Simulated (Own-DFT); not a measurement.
# Response to strain: wurtzite GaN, 72 atoms (Ga36N36)

Source: density functional calculations with Own-DFT, an unreviewed in-house program that is no longer used. Nothing was measured or relaxed, and spin and spin-orbit coupling are left out.

Settings: PBE; PseudoDojo norm-conserving scalar-relativistic files (stringent for Ga); cutoff 96 hartree; 4 x 4 x 3 k mesh centred on Gamma; Gaussian smearing of 0.01 eV.

Limits: forces not confirmed at this smearing and k mesh; stress not checked against mesh or cutoff.

Unstrained cell vectors in Å: (9.567, 0.000, 0.000); (-4.784, 8.285, 0.000); (0.000, 0.000, 10.370). The unstrained cell has measured lattice constants (interpolated for alloys), not those of this functional. That, the random moves and any unrelaxed bonds set the pressure at no strain. The cell is deformed uniformly in each run, and the atoms keep their fractional places. Each atom got a random Gaussian move of width 0.05 Å along each axis. Strains are tensor components in per cent; tension counts as positive stress, and P is minus the mean normal stress.

| run | e_xx (%) | e_yy (%) | e_zz (%) | e_yz (%) | e_xz (%) | e_xy (%) | s_xx (GPa) | s_yy (GPa) | s_zz (GPa) | s_yz (GPa) | s_xz (GPa) | s_xy (GPa) | P (GPa) | E (meV/atom) |
|---|---|---|---|---|---|---|---|---|---|---|---|---|---|---|
| 1 | 0.95 | -0.45 | -1.51 | 1.65 | -0.75 | 1.00 | -3.17 | -9.69 | -14.77 | 4.47 | -1.75 | 1.35 | 9.21 | 23.9 |
| 2 | 1.96 | 0.12 | 1.96 | 1.46 | -1.10 | 1.91 | 1.26 | -3.13 | 1.63 | 2.96 | -1.98 | 5.02 | 0.08 | 19.3 |
| 3 | 1.73 | 1.47 | 0.12 | -1.91 | -0.37 | 1.48 | 1.86 | 0.80 | -5.10 | -3.64 | -1.34 | 2.47 | 0.81 | 6.1 |
| 4 | -0.56 | 1.88 | -1.56 | -0.84 | -1.88 | 0.40 | -8.07 | -1.05 | -14.85 | -1.31 | -2.65 | 1.27 | 7.99 | 31.0 |
| 5 | -1.50 | -0.23 | -1.21 | -1.61 | 1.13 | 1.62 | -16.00 | -9.71 | -14.54 | -3.47 | 2.09 | 6.35 | 13.42 | 41.3 |
| 6 | 1.48 | 1.12 | -1.84 | -1.27 | -0.66 | 0.42 | -0.96 | -2.78 | -15.77 | -2.53 | -2.04 | 1.86 | 6.50 | 43.5 |
| 7 | -1.40 | -1.75 | 0.45 | -0.43 | 1.44 | -1.16 | -17.56 | -15.99 | -7.58 | -1.32 | 5.05 | -1.98 | 13.71 | 61.9 |
| 8 | 1.82 | -1.60 | 0.68 | -0.44 | -1.40 | -1.30 | -0.89 | -10.35 | -5.06 | -0.54 | -2.40 | -3.14 | 5.43 | 23.4 |
| 9 | 0.05 | -1.42 | 1.77 | 1.32 | -1.42 | -0.99 | -6.12 | -11.91 | -2.67 | 2.04 | -3.23 | -2.85 | 6.90 | 32.7 |
| 10 | 1.21 | 0.44 | -1.61 | -0.18 | -1.46 | 0.21 | -3.84 | -3.71 | -12.47 | -0.09 | -2.85 | 0.50 | 6.67 | 7.1 |
| 11 | 1.54 | 0.93 | -1.33 | 0.56 | 1.92 | 1.07 | -1.32 | -2.97 | -10.39 | 1.52 | 3.54 | 2.13 | 4.89 | 13.9 |
| 12 | -1.06 | 1.22 | 1.40 | 1.08 | -0.90 | -1.17 | -8.20 | -4.04 | -1.05 | 1.65 | -1.88 | -3.39 | 4.43 | 19.5 |
| 13 | 0.97 | -1.96 | -0.13 | -1.91 | 0.64 | -1.26 | -5.49 | -14.57 | -8.44 | -4.76 | 1.04 | -4.66 | 9.50 | 31.7 |
| 14 | 1.87 | -0.51 | 0.83 | -1.29 | 1.92 | 0.07 | 0.16 | -5.88 | -1.66 | -3.12 | 3.74 | 0.27 | 2.46 | 0.0 |
| 15 | -0.13 | -0.17 | -1.36 | -1.24 | 0.07 | -1.92 | -9.09 | -10.08 | -12.10 | -2.72 | 0.18 | -5.29 | 10.42 | 30.4 |
| 16 | 0.51 | -1.51 | -0.58 | 1.07 | 1.57 | 0.85 | ? | ? | ? | ? | ? | ? | ? | ? |

E is the free energy for each atom above the lowest run shown.

## Worked fit

Each stress component was fitted by least squares to a constant and the strains of the runs shown, as fractions, with shears doubled. Shear strains stay in the fit of a normal stress only where such slopes are resolved. The slopes, in GPa:

```
stress  at no strain  per e_xx  per e_yy  per e_zz  scatter
  s_xx          -7.5  430 ± 27  134 ± 29   78 ± 27     1.25
  s_yy          -7.4  131 ± 18  395 ± 20   58 ± 18     0.86
  s_zz          -7.8   75 ± 28   58 ± 30  425 ± 28     1.29
```

The slope of each shear stress on twice its own strain, from a fit on all six strains: yz 109 ± 5, xz 100 ± 10, xy 146 ± 14 GPa. These are stiffnesses along x, y and z of the frame in which the cell vectors are given, with the crystal's c axis along z: C11, C12, C13 and C33. Hexagonal symmetry asks that xx and yy behave alike, which is a second check on the noise. No internal relaxation is included, and where it is allowed it would reduce some of the slopes. Slopes across the diagonal should nearly agree, so their difference gauges the noise. A ninth of the table's sum, 198 ± 6 GPa, estimates the bulk modulus near the mean pressure of these runs, 6.8 GPa, so it lies above the value at zero pressure.

## Test on the hidden row

Q: what normal stresses and pressure should run 16 give?

The fit gives s_xx = -7.8, s_yy = -13.0, s_zz = -10.8 and P = 10.5 GPa. DFT gave -4.18, -14.58, -12.52 and P = 10.43 GPa.
